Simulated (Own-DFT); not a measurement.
# One host, several defects: zincblende GaAs

Everything here is calculated. The program is Own-DFT (plane waves, in-house, since retired, never reviewed by a person); positions were held fixed, and spin and spin-orbit coupling were off.

Common settings: PBE; PseudoDojo norm-conserving scalar-relativistic files; cutoff 42 hartree; 3 x 3 x 3 k mesh centred on Gamma; Fermi-Dirac smearing of 0.1 eV.

Known weak points (not all hold for every row): not probed for a lower state with spin; forces not confirmed at this smearing and k mesh; stress not checked against mesh or cutoff.

All runs share one cell, with vectors in Å (11.737, 0.000, 0.000); (0.000, 11.737, 0.000); (0.000, 0.000, 10.919) and a volume of 1504.3 Å³, strained against the parent crystal. u is the rms random offset of the atoms per axis. The defect's site can differ from row to row.

| cell | formula | u (Å) | P (GPa) |
|---|---|---|---|
| no defect | As32Ga32 | 0.0308 | 0.79 |
| no defect | As32Ga32 | 0.0477 | 0.96 |
| no defect | As32Ga32 | 0.0547 | 1.19 |
| one As vacancy and one Ga vacancy | As31Ga31 | 0.0286 | 0.49 |
| one As vacancy and one Ga vacancy | As31Ga31 | 0.0460 | 0.57 |
| one As vacancy and one Ga vacancy | As31Ga31 | 0.0494 | 0.65 |
| one P on an As site | As31Ga32P | 0.0298 | ? |
| one P on an As site | As31Ga32P | 0.0310 | 0.54 |
| one P on an As site | As31Ga32P | 0.0471 | 0.88 |
| one P on an As site | As31Ga32P | 0.0538 | 0.96 |
| one Al on a Ga site | AlAs32Ga31 | 0.0306 | 0.73 |
| one Al on a Ga site | AlAs32Ga31 | 0.0330 | 0.76 |
| one Al on a Ga site | AlAs32Ga31 | 0.0522 | 1.13 |
| one In on a Ga site | As32Ga31In | 0.0281 | 1.29 |
| one In on a Ga site | As32Ga31In | 0.0309 | 1.42 |
| one In on a Ga site | As32Ga31In | 0.0496 | 1.68 |

## Working it out

P = P0 + c u² + a shift for each defect gives P0 = 0.58 GPa, c = 191 ± 20 GPa/Å² and a scatter of 0.06 GPa. The shifts, and each times the cell's volume:

- one In on a Ga site: 0.61 ± 0.05 GPa, 5.7 eV
- one Al on a Ga site: -0.01 ± 0.05 GPa, -0.1 eV (not resolved)
- one P on an As site: -0.18 ± 0.05 GPa, -1.7 eV
- one As vacancy and one Ga vacancy: -0.35 ± 0.05 GPa, -3.3 eV

Positive is outwards. The product with the volume (160.2 GPa Å³ to the eV) is nearly free of the cell's size; divided by the bulk modulus at the cell's pressure it gives the volume that the defect adds. The atoms around the defects weren't relaxed, which would change these numbers.

## Prediction

Question: what pressure belongs in the blank (one P on an As site, u = 0.0298 Å)?

From the fit: 0.58 ± 0.07 GPa. The calculation gave 0.52 GPa.
